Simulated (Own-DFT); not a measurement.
# What a defect does to the pressure of its cell: L1_0 TiAl

No measurement is shown. These are fixed-geometry runs of a retired plane-wave code named Own-DFT, which no person has reviewed; spin and spin-orbit coupling are neglected.

All runs used: PBE; PseudoDojo norm-conserving scalar-relativistic files; cutoff 42 hartree; 4 x 4 x 4 k mesh centred on Gamma; cold (Marzari-Vanderbilt) smearing of 0.2 eV.

Keep in mind: forces on such cells failed a check on a denser k mesh; stress not checked against mesh or cutoff.

All runs share one cell, with vectors in Å (5.622, 5.622, 0.000); (-5.622, 5.622, 0.000); (0.000, 0.000, 8.133) and a volume of 514.0 Å³. The atoms are randomly displaced, by u rms on each axis. The defect's site can differ from row to row.

| cell | formula | u (Å) | P (GPa) |
|---|---|---|---|
| no defect | Al16Ti16 | 0.0194 | 1.18 |
| no defect | Al16Ti16 | 0.0200 | 1.17 |
| no defect | Al16Ti16 | 0.0459 | 1.61 |
| two Al vacancies | Al14Ti16 | 0.0277 | ? |
| two Al vacancies | Al14Ti16 | 0.0298 | -0.68 |
| two Al vacancies | Al14Ti16 | 0.0471 | -0.36 |
| two Al vacancies | Al14Ti16 | 0.0490 | -0.20 |
| one Ti vacancy | Al16Ti15 | 0.0294 | 0.56 |
| one Ti vacancy | Al16Ti15 | 0.0302 | 0.62 |
| one Ti vacancy | Al16Ti15 | 0.0329 | 0.53 |

## Working it out

P = P0 + c u² + a shift for each defect gives P0 = 1.07 GPa, c = 264 ± 30 GPa/Å² and a scatter of 0.05 GPa. The shifts, and each times the cell's volume:

- one Ti vacancy: -0.75 ± 0.04 GPa, -2.4 eV
- two Al vacancies: -1.97 ± 0.05 GPa, -6.3 eV (-3.2 eV for each of its 2 sites)

A positive shift means that the defect pushes the cell outwards. Shift times volume (160.2 GPa Å³ is 1 eV) depends little on the cell's size, so, taken for each site, it can be compared between cells at like pressure. The atoms around the defects weren't relaxed, which would change these numbers.

## The run left out

The question: what pressure belongs in the blank (two Al vacancies, u = 0.0277 Å)?

The fitted form gives -0.70 ± 0.07 GPa. The hidden result is -0.73 GPa.
